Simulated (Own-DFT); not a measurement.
Simulation results for Si3N4 (beta silicon nitride, atoms displaced)

Computed with Own-DFT development build. A calculation, not a measurement: plane-wave PBE density functional theory by an unreviewed code, no spin, of a simulated periodic cell, stress positive in tension, free energy of the whole cell less one offset for each atom, some atoms lie very close together; forces on such cells moved up to 12 meV/angstrom on a denser k mesh; offsets are fitted by least squares, one for each functional and potential file, so energies compare only between cells with the same atoms and settings and are not formation energies; the far tail of each file's local potential was reset to the Coulomb form; each entry is a single point on an unrelaxed cell, so the pressure reflects the starting lattice, mostly measured values (interpolated for alloys), from which strain is counted, and rises with the displacements; printed positions are rounded, which can move forces by about a meV/angstrom; the program, named Own-DFT, is a retired in-house code; no spin-orbit coupling; before rounding, a Quantum ESPRESSO 7.3.1 run of the same cell and cutoff gave forces within 1 meV/angstrom rms on each cell, which checks the program and not the settings.

Common to all runs: functional PBE; potential files PseudoDojo norm-conserving, scalar-relativistic, standard set; wave cutoff 42 hartree; occupations Fermi-Dirac; smearing width 0.1 eV; k mesh 2 x 2 x 4 centred on Gamma.

(1) 
```cif
# cell vector a (Å): 15.2120 0.0000 0.0000
# cell vector b (Å): -7.6060 13.1740 0.0000
# cell vector c (Å): 0.0000 0.0000 5.8180
data_Si3N4
_symmetry_space_group_name_H-M 'P 1'
_symmetry_Int_Tables_number 1
_cell_length_a 15.2120
_cell_length_b 15.2120
_cell_length_c 5.8180
_cell_angle_alpha 90.000
_cell_angle_beta 90.000
_cell_angle_gamma 120.000
_cell_volume 1165.94
loop_
_atom_site_label
_atom_site_type_symbol
_atom_site_fract_x
_atom_site_fract_y
_atom_site_fract_z
_atom_site_occupancy
Si1 Si 0.10198 0.39401 0.12984 1
Si2 Si 0.10692 0.20610 0.12807 1
Si3 Si 0.30738 0.41549 0.11351 1
Si4 Si 0.41464 0.11797 0.39013 1
Si5 Si 0.39317 0.29757 0.36012 1
Si6 Si 0.19133 0.07960 0.39331 1
N1 N 0.15573 0.02224 0.12781 1
N2 N 0.49125 0.15362 0.14294 1
N3 N 0.34464 0.33406 0.13020 1
N4 N 0.34355 0.48714 0.37528 1
N5 N 0.01424 0.35537 0.40416 1
N6 N 0.14046 0.16056 0.36519 1
N7 N 0.18052 0.35752 0.12951 1
N8 N 0.32984 0.16980 0.37616 1
Si7 Si 0.09217 0.39534 0.64335 1
Si8 Si 0.12103 0.19792 0.61380 1
Si9 Si 0.30550 0.42138 0.62637 1
Si10 Si 0.42097 0.11390 0.87896 1
Si11 Si 0.39131 0.29476 0.87834 1
Si12 Si 0.20453 0.08550 0.85296 1
N9 N 0.16074 0.00743 0.61169 1
N10 N 0.47466 0.13772 0.61502 1
N11 N 0.35066 0.31779 0.63766 1
N12 N 0.32128 0.47621 0.88649 1
N13 N 0.01339 0.35577 0.89105 1
N14 N 0.13906 0.15448 0.87468 1
N15 N 0.16145 0.31054 0.62207 1
N16 N 0.33048 0.15953 0.87585 1
Si13 Si 0.08215 0.88677 0.13589 1
Si14 Si 0.11561 0.70902 0.12862 1
Si15 Si 0.28853 0.91797 0.13173 1
Si16 Si 0.41070 0.62689 0.37525 1
Si17 Si 0.38739 0.79705 0.35753 1
Si18 Si 0.20509 0.59833 0.37401 1
N17 N 0.15418 0.50055 0.11600 1
N18 N 0.47579 0.64457 0.13029 1
N19 N 0.34815 0.83967 0.13778 1
N20 N 0.33705 0.99082 0.34857 1
N21 N 0.02714 0.84330 0.40784 1
N22 N 0.14439 0.65692 0.35791 1
N23 N 0.16584 0.83493 0.12882 1
N24 N 0.32004 0.66794 0.38546 1
Si19 Si 0.08980 0.88632 0.61167 1
Si20 Si 0.12097 0.70009 0.59725 1
Si21 Si 0.29674 0.92062 0.63477 1
Si22 Si 0.40323 0.60187 0.84627 1
Si23 Si 0.38067 0.78233 0.89778 1
Si24 Si 0.20523 0.58837 0.88518 1
N25 N 0.16982 0.51674 0.61102 1
N26 N 0.50150 0.65553 0.63532 1
N27 N 0.35003 0.82913 0.63334 1
N28 N 0.33611 0.98549 0.86009 1
N29 N 0.02300 0.85194 0.84575 1
N30 N 0.15992 0.66351 0.91739 1
N31 N 0.16575 0.82977 0.58936 1
N32 N 0.34223 0.67101 0.86485 1
Si25 Si 0.58462 0.38276 0.15323 1
Si26 Si 0.62997 0.21817 0.12776 1
Si27 Si 0.80399 0.40103 0.16380 1
Si28 Si 0.90154 0.11199 0.41234 1
Si29 Si 0.88378 0.30151 0.38455 1
Si30 Si 0.70019 0.08281 0.37793 1
N33 N 0.66468 0.02640 0.14094 1
N34 N 0.99196 0.15177 0.12136 1
N35 N 0.85622 0.35017 0.12979 1
N36 N 0.82611 0.49017 0.39469 1
N37 N 0.51920 0.35851 0.36349 1
N38 N 0.65759 0.16859 0.38936 1
N39 N 0.66397 0.32868 0.15416 1
N40 N 0.82931 0.16817 0.34744 1
Si31 Si 0.59064 0.38722 0.60555 1
Si32 Si 0.61291 0.20755 0.62876 1
Si33 Si 0.79550 0.41495 0.65624 1
Si34 Si 0.90807 0.10865 0.88319 1
Si35 Si 0.88061 0.28857 0.85217 1
Si36 Si 0.69754 0.08965 0.88015 1
N41 N 0.66185 0.00915 0.64312 1
N42 N 0.96993 0.14146 0.62233 1
N43 N 0.86020 0.34198 0.63622 1
N44 N 0.83438 0.48092 0.85971 1
N45 N 0.52015 0.34342 0.85418 1
N46 N 0.65431 0.16549 0.86616 1
N47 N 0.66359 0.32836 0.62783 1
N48 N 0.84390 0.16021 0.87506 1
Si37 Si 0.58346 0.89128 0.15093 1
Si38 Si 0.62154 0.70654 0.11916 1
Si39 Si 0.80252 0.91504 0.12724 1
Si40 Si 0.90615 0.62361 0.37461 1
Si41 Si 0.87377 0.79353 0.35842 1
Si42 Si 0.69160 0.58760 0.37057 1
N49 N 0.66006 0.51123 0.13396 1
N50 N 0.98953 0.65857 0.12159 1
N51 N 0.85930 0.83615 0.10067 1
N52 N 0.83000 0.97785 0.39050 1
N53 N 0.51400 0.84855 0.38704 1
N54 N 0.64296 0.65618 0.38023 1
N55 N 0.66764 0.83215 0.13604 1
N56 N 0.84872 0.67279 0.39577 1
Si43 Si 0.58977 0.88307 0.63238 1
Si44 Si 0.62868 0.70546 0.64306 1
Si45 Si 0.79741 0.91684 0.63919 1
Si46 Si 0.91815 0.60811 0.86095 1
Si47 Si 0.88445 0.79371 0.87028 1
Si48 Si 0.71227 0.59831 0.89220 1
N57 N 0.67614 0.52503 0.62185 1
N58 N 0.00221 0.64809 0.64732 1
N59 N 0.84107 0.82232 0.60480 1
N60 N 0.83129 0.98062 0.85414 1
N61 N 0.51158 0.84443 0.88481 1
N62 N 0.63636 0.66448 0.89545 1
N63 N 0.67307 0.83288 0.62566 1
N64 N 0.83263 0.67085 0.84876 1
_calc_free_energy_of_cell_above_offsets '28.251'  # eV
_calc_pressure 17.05  # GPa
_calc_stress_xx -14.47  # GPa
_calc_stress_yy -21.51  # GPa
_calc_stress_zz -15.16  # GPa
_calc_stress_yz -3.28  # GPa
_calc_stress_xz 0.14  # GPa
_calc_stress_xy 4.02  # GPa
```

Force:
```tsv
element	x (eV/Å)	y (eV/Å)	z (eV/Å)
Si	-7.506	-15.61	1.949
Si	8.149	3.571	-1.297
Si	-2.454	-0.643	6.416
Si	-4.91	-1.184	-7.33
Si	-5.492	-1.473	3.121
Si	0.728	5.119	-6.494
N	1.249	-3.269	-0.789
N	0.632	0.395	-2.256
N	5.41	-2.215	-1.114
N	-0.269	1.564	0.867
N	0.86	-0.03	-2.365
N	1.996	-1.345	-0.094
N	3.952	-7.73	0.219
N	1.989	-2.055	-0.109
Si	-0.439	-5.94	-0.554
Si	-2.235	-6.072	2.578
Si	-0.224	-7.112	-1.831
Si	-3.136	0.299	2.179
Si	-1.22	-1.845	0.403
Si	-2.556	0.413	3.963
N	1.009	2.967	3.459
N	6.125	3.537	5.844
N	-2.58	4.224	-3.23
N	0.68	4.509	-5.845
N	1.256	-0.206	-0.438
N	1.009	0.142	-0.833
N	-2.299	13.69	0.689
N	2.807	1.333	0.469
Si	1.386	0.359	-1.502
Si	1.477	-0.992	-1.497
Si	2.926	-1.826	-3.314
Si	2.487	-2.137	0.42
Si	-4.329	2.035	4.916
Si	-1.987	-9.287	-1.275
N	0.624	21.8	0.035
N	1.588	1.064	-2.039
N	1.173	-0.979	-1.895
N	-0.274	0.904	5.204
N	-9.379	-4.226	-13.55
N	-2.883	1.918	0.213
N	-1.758	0.858	-0.887
N	8.472	3.221	-0.813
Si	6.081	-0.613	7.699
Si	2.043	3.098	4.247
Si	2.154	-6.233	-6.248
Si	3.317	4.59	3.624
Si	-3.981	11.47	-2.123
Si	1.137	-2.44	-0.64
N	0.745	3.483	2
N	-5.71	-2.451	-1.148
N	-0.787	0.903	-0.459
N	-0.312	1.946	5.41
N	-3.767	-1.436	5.987
N	-2.688	2.187	-3.457
N	1.929	1.733	1.868
N	0.089	-11.05	-0.461
Si	5.759	1.331	-11.47
Si	0.531	-11.36	0.791
Si	-19.71	13.43	1.558
Si	-0.931	0.074	-7.776
Si	2.988	-0.283	-1.491
Si	-0.123	3.884	4.885
N	-0.331	-5.392	-4.201
N	-9.416	-4.961	0.624
N	17.7	-12.4	-2.506
N	1.394	-1.997	-0.855
N	-2.982	-1.745	6.091
N	-1.736	1.059	-0.558
N	-0.334	9.477	-0.009
N	0.244	-0.21	1.508
Si	0.683	2.033	3.764
Si	1.615	-4.947	-1.594
Si	0.236	-5.25	-10.06
Si	7.88	0.182	0.001
Si	4.115	0.901	4.806
Si	5.111	-2.286	-0.128
N	0.212	2.491	-1.458
N	5.548	2.112	5.302
N	-4.184	0.59	-1.843
N	-0.023	5.514	10.76
N	0.02	0.763	3.301
N	-3.985	3.738	1.164
N	-0.425	4.013	0.234
N	-11.51	3.215	-0.097
Si	2.334	-1.163	-4.628
Si	-7.18	0.854	7.786
Si	-1.787	-1.111	-0.333
Si	16.88	-7.577	-1.331
Si	4.632	0.242	1.989
Si	6.352	-2.896	1.311
N	0.404	2.501	-1.541
N	-3.325	-2.38	0.347
N	-2.978	1.701	3.205
N	0.116	2.404	-3.424
N	1.017	0.079	0.618
N	-2.975	4.143	-0.859
N	0.03	2.631	0.006
N	-16.76	5.868	-0.859
Si	-0.608	-2.879	2.302
Si	-2.519	1.408	-3.467
Si	1.532	-6.766	-6.457
Si	-0.113	1.845	2.169
Si	3.784	2.553	-5.523
Si	-2.916	-4.428	-1.463
N	-1.232	-2.308	1.639
N	-5.534	-2.444	-2.039
N	-2.075	2.246	2.96
N	0.746	3.237	9.729
N	2.061	1.907	1.293
N	8.073	-4.425	-4.082
N	-2.059	-0.114	0.333
N	3.453	-2.036	1.687
```

(2) 
```cif
# cell vector a (Å): 15.2120 0.0000 0.0000
# cell vector b (Å): -7.6060 13.1740 0.0000
# cell vector c (Å): 0.0000 0.0000 5.8180
data_Si3N4
_symmetry_space_group_name_H-M 'P 1'
_symmetry_Int_Tables_number 1
_cell_length_a 15.2120
_cell_length_b 15.2120
_cell_length_c 5.8180
_cell_angle_alpha 90.000
_cell_angle_beta 90.000
_cell_angle_gamma 120.000
_cell_volume 1165.94
loop_
_atom_site_label
_atom_site_type_symbol
_atom_site_fract_x
_atom_site_fract_y
_atom_site_fract_z
_atom_site_occupancy
Si1 Si 0.09737 0.40202 0.10339 1
Si2 Si 0.10161 0.19661 0.13950 1
Si3 Si 0.29614 0.41772 0.12245 1
Si4 Si 0.42089 0.12236 0.37283 1
Si5 Si 0.39699 0.31512 0.35930 1
Si6 Si 0.20362 0.09614 0.37642 1
N1 N 0.16057 0.00570 0.12269 1
N2 N 0.48057 0.14916 0.19139 1
N3 N 0.35258 0.33400 0.11083 1
N4 N 0.34508 0.49000 0.38800 1
N5 N 0.01624 0.34814 0.39682 1
N6 N 0.14876 0.16817 0.38434 1
N7 N 0.16906 0.32773 0.12044 1
N8 N 0.33568 0.15486 0.38249 1
Si7 Si 0.08934 0.39161 0.63616 1
Si8 Si 0.11504 0.20310 0.63135 1
Si9 Si 0.29624 0.41526 0.58797 1
Si10 Si 0.39924 0.09813 0.87931 1
Si11 Si 0.38824 0.29728 0.88053 1
Si12 Si 0.19960 0.07950 0.87838 1
N9 N 0.17332 0.01253 0.59256 1
N10 N 0.49095 0.15047 0.63326 1
N11 N 0.34147 0.33681 0.63750 1
N12 N 0.32200 0.47787 0.86626 1
N13 N 0.02793 0.35618 0.89668 1
N14 N 0.15372 0.17000 0.86006 1
N15 N 0.16124 0.32891 0.63924 1
N16 N 0.32881 0.16913 0.87644 1
Si13 Si 0.10036 0.89564 0.14464 1
Si14 Si 0.11791 0.69479 0.11471 1
Si15 Si 0.30757 0.91164 0.12277 1
Si16 Si 0.41001 0.62164 0.39153 1
Si17 Si 0.38561 0.80046 0.38448 1
Si18 Si 0.20605 0.59220 0.39871 1
N17 N 0.16646 0.51835 0.11452 1
N18 N 0.48995 0.65186 0.14247 1
N19 N 0.35211 0.83269 0.10320 1
N20 N 0.32027 0.97178 0.38616 1
N21 N 0.00213 0.84528 0.36360 1
N22 N 0.15000 0.66293 0.36024 1
N23 N 0.17216 0.84572 0.11506 1
N24 N 0.33523 0.67891 0.36703 1
Si19 Si 0.08702 0.88946 0.62870 1
Si20 Si 0.11442 0.70786 0.60944 1
Si21 Si 0.29865 0.91444 0.62276 1
Si22 Si 0.42145 0.62027 0.89856 1
Si23 Si 0.38879 0.79680 0.87958 1
Si24 Si 0.20203 0.58353 0.88249 1
N25 N 0.17077 0.50715 0.59725 1
N26 N 0.48712 0.64779 0.59844 1
N27 N 0.34148 0.81273 0.60859 1
N28 N 0.33303 0.98646 0.84924 1
N29 N 0.01937 0.84301 0.85565 1
N30 N 0.14979 0.65711 0.85815 1
N31 N 0.17565 0.83244 0.62762 1
N32 N 0.33225 0.65994 0.90237 1
Si25 Si 0.58107 0.39035 0.11433 1
Si26 Si 0.61491 0.19753 0.12786 1
Si27 Si 0.78987 0.40627 0.12865 1
Si28 Si 0.91323 0.11624 0.40196 1
Si29 Si 0.88869 0.30359 0.38092 1
Si30 Si 0.69972 0.09642 0.36043 1
N33 N 0.67368 0.01769 0.11162 1
N34 N 0.98595 0.14457 0.12100 1
N35 N 0.83919 0.32164 0.14168 1
N36 N 0.82740 0.47979 0.36514 1
N37 N 0.51859 0.36390 0.37188 1
N38 N 0.65418 0.18095 0.38059 1
N39 N 0.66805 0.33863 0.11394 1
N40 N 0.83248 0.16637 0.39538 1
Si31 Si 0.58309 0.37225 0.61360 1
Si32 Si 0.63239 0.20515 0.62081 1
Si33 Si 0.80163 0.41358 0.61836 1
Si34 Si 0.90434 0.10317 0.82386 1
Si35 Si 0.87956 0.29858 0.89103 1
Si36 Si 0.70083 0.07899 0.87788 1
N41 N 0.65832 0.01397 0.63804 1
N42 N 0.97816 0.13705 0.63608 1
N43 N 0.84770 0.33535 0.61944 1
N44 N 0.84247 0.48141 0.86751 1
N45 N 0.50767 0.34542 0.88501 1
N46 N 0.64865 0.16305 0.89019 1
N47 N 0.66181 0.32059 0.61509 1
N48 N 0.83806 0.17651 0.90761 1
Si37 Si 0.57788 0.88050 0.12771 1
Si38 Si 0.62484 0.71048 0.11887 1
Si39 Si 0.79701 0.91205 0.14053 1
Si40 Si 0.92124 0.62324 0.39751 1
Si41 Si 0.89125 0.78964 0.37267 1
Si42 Si 0.70185 0.58361 0.35890 1
N49 N 0.66727 0.51739 0.10624 1
N50 N 0.98093 0.65692 0.11346 1
N51 N 0.85318 0.83954 0.11447 1
N52 N 0.82725 0.98190 0.38212 1
N53 N 0.50766 0.84557 0.38749 1
N54 N 0.64175 0.66817 0.39378 1
N55 N 0.65996 0.82586 0.13199 1
N56 N 0.83295 0.66468 0.36856 1
Si43 Si 0.59130 0.88656 0.62621 1
Si44 Si 0.60219 0.69235 0.60184 1
Si45 Si 0.80432 0.91785 0.62936 1
Si46 Si 0.91828 0.62104 0.89685 1
Si47 Si 0.86839 0.79132 0.87006 1
Si48 Si 0.69513 0.58280 0.87566 1
N57 N 0.68008 0.53345 0.62473 1
N58 N 0.98629 0.65843 0.63113 1
N59 N 0.85081 0.83789 0.62662 1
N60 N 0.83376 0.98987 0.86812 1
N61 N 0.51654 0.85197 0.87549 1
N62 N 0.64510 0.65962 0.87846 1
N63 N 0.66846 0.83041 0.61607 1
N64 N 0.82582 0.66315 0.88290 1
_calc_free_energy_of_cell_above_offsets '25.245'  # eV
_calc_pressure 16.97  # GPa
_calc_stress_xx -12.96  # GPa
_calc_stress_yy -17.36  # GPa
_calc_stress_zz -20.59  # GPa
_calc_stress_yz 1.2  # GPa
_calc_stress_xz 2.67  # GPa
_calc_stress_xy -3.7  # GPa
```

Force:
```tsv
element	x (eV/Å)	y (eV/Å)	z (eV/Å)
Si	3.918	-7.262	8.503
Si	6.976	3.701	-2.316
Si	0.891	-2.562	-1.046
Si	-13.36	-9.925	24.53
Si	-4.763	-4.705	3.22
Si	2.875	-0.805	-1.144
N	-0.207	14.43	-0.212
N	17.32	6.87	-27.59
N	-1.71	2.28	2.809
N	-0.804	3.054	-7.083
N	-0.614	1.019	-2.647
N	0.049	-0.721	-1.219
N	-1.976	2.876	1.113
N	-5.122	4.278	-0.428
Si	1.079	-6.381	-0.575
Si	-0.125	0.829	-0.032
Si	-2.46	-5.11	9.446
Si	1.348	13.82	-0.446
Si	-5.965	-1.952	-3.163
Si	-1.497	2.438	-2.184
N	-1.141	0.525	3.583
N	-0.478	-0.666	1.392
N	4.708	-1.33	-2.674
N	1.243	3.803	-0.059
N	-7.023	-2.763	-6.4
N	1.179	-3.031	3.953
N	-0.507	2.281	-1.488
N	2.564	-3.37	0.413
Si	-4.604	-13.41	-1.883
Si	-3.016	3.442	-2.06
Si	-4.865	0.531	0.926
Si	-0.832	-0.288	-4.592
Si	0.568	0.473	-6.089
Si	1.047	0.857	-4.569
N	0.482	4.221	4.73
N	-0.867	-0.032	-0.611
N	-0.3	0.96	3.589
N	2.758	4.436	-5.293
N	13.3	7.157	0.519
N	-1.338	-0.088	2.077
N	4.466	-4.837	0.203
N	1.272	-6.453	0.48
Si	1.312	-1.97	-2.289
Si	2.33	-0.701	1.328
Si	1.499	-4.666	-0.498
Si	-1.617	-3.039	-2.384
Si	-0.183	-3.508	-4.041
Si	2.446	1.627	-3.867
N	0.238	5.247	3.7
N	-5.758	-1.534	6.733
N	-4.859	4.453	8.519
N	0.496	-8.031	4.159
N	-2.951	-0.298	4.13
N	-2.297	1.022	-0.186
N	-3.766	-0.176	-0.02
N	0.637	2.11	-1.252
Si	4.263	-0.604	0.611
Si	-4.462	3.623	-0.471
Si	2.535	2.216	-1.834
Si	-1.676	-0.744	-7.769
Si	2.081	-2.518	0.72
Si	3.444	-1.495	1.669
N	-1.738	-3.648	5.735
N	-7.211	-3.785	0.831
N	-1.597	2.432	-1.082
N	1.148	3.052	1.602
N	2.09	0.687	-0.139
N	5.812	-4.696	-5.571
N	-4.107	-3.498	-0.065
N	-0.727	0.42	0.126
Si	1.409	1.804	2.737
Si	-6.252	-2.642	8.001
Si	-2.799	0.439	0.281
Si	-5.751	6.223	13.89
Si	2.191	1.189	-1.68
Si	0.652	6.1	-1.67
N	-0.22	1.343	-3.848
N	7.603	4.411	-6.925
N	1.491	-1.096	2.435
N	-0.23	1.21	1.597
N	4.723	2.167	-3.25
N	1.695	-1.238	-1.721
N	-0.715	7.487	0.43
N	0.92	-5.147	-2.373
Si	3.282	0.483	1.441
Si	-0.447	-5.805	1.61
Si	-1.183	-0.396	-1.923
Si	-3.535	-3.022	-5.122
Si	-12.2	-1.768	0.232
Si	-0.97	2.91	2.009
N	-0.698	-2.736	3.786
N	6.545	2.008	8.738
N	-0.619	-0.387	2.287
N	0.6	2.449	-0.289
N	3.586	2.805	-1.363
N	8.872	-4.031	-10.95
N	-0.825	7.715	-0.416
N	0.291	-1.242	0.082
Si	1.311	-2.124	-0.299
Si	3.238	6.757	9.535
Si	-2	-4.089	-0.619
Si	-6.375	-3.347	-7.521
Si	4.486	-0.078	-0.189
Si	1.273	4.378	-1.898
N	-0.592	-7.301	-2.748
N	1.541	-0.175	1.706
N	0.888	-0.657	-1.974
N	-1.207	-7.215	2.582
N	-0.26	-0.269	-0.565
N	-1.745	0.98	-1.131
N	-1.536	0.905	0.894
N	1.701	0.431	0.128
```
